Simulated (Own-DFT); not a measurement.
# Which defects push the lattice out? L1_0 TiAl

Calculated, not measured: single-point runs of Own-DFT, a retired in-house plane-wave DFT program that no person has reviewed, on unrelaxed cells, without spin or spin-orbit coupling.

Common settings: PBE; PseudoDojo norm-conserving scalar-relativistic files; cutoff 42 hartree; 4 x 4 x 4 k mesh centred on Gamma; cold (Marzari-Vanderbilt) smearing of 0.2 eV.

Limits: forces on such cells failed a check on a denser k mesh; stress not checked against mesh or cutoff.

All runs share one cell, with vectors in Å (5.622, 5.622, 0.000); (-5.622, 5.622, 0.000); (0.000, 0.000, 8.133) and a volume of 514.0 Å³. u is the rms random offset of the atoms per axis. The defect's site can differ from row to row.

| cell | formula | u (Å) | P (GPa) |
|---|---|---|---|
| no defect | Al16Ti16 | 0.0213 | 1.19 |
| no defect | Al16Ti16 | 0.0219 | 1.21 |
| no defect | Al16Ti16 | 0.0519 | 1.74 |
| one Ti vacancy | Al16Ti15 | 0.0267 | ? |
| one Ti vacancy | Al16Ti15 | 0.0284 | 0.40 |
| one Ti vacancy | Al16Ti15 | 0.0314 | 0.52 |
| one Ti vacancy | Al16Ti15 | 0.0320 | 0.52 |
| two Al vacancies | Al14Ti16 | 0.0299 | -0.56 |
| two Al vacancies | Al14Ti16 | 0.0326 | -0.41 |
| two Al vacancies | Al14Ti16 | 0.0526 | -0.21 |

## What the rows give

P = P0 + c u² + a shift for each defect gives P0 = 1.12 GPa, c = 212 ± 28 GPa/Å² and a scatter of 0.07 GPa. The shifts, and each times the cell's volume:

- one Ti vacancy: -0.84 ± 0.05 GPa, -2.7 eV
- two Al vacancies: -1.85 ± 0.05 GPa, -5.9 eV (-3.0 eV for each of its 2 sites)

Against the defect-free cell, a freed cell would be larger where the shift is positive and smaller where it is negative (160.2 GPa Å³ is 1 eV). The atoms around the defects weren't relaxed, which would change these numbers.

## Withheld run

Asked: what pressure belongs in the blank (one Ti vacancy, u = 0.0267 Å)?

Estimate: 0.43 ± 0.08 GPa. The calculation gave 0.51 GPa.
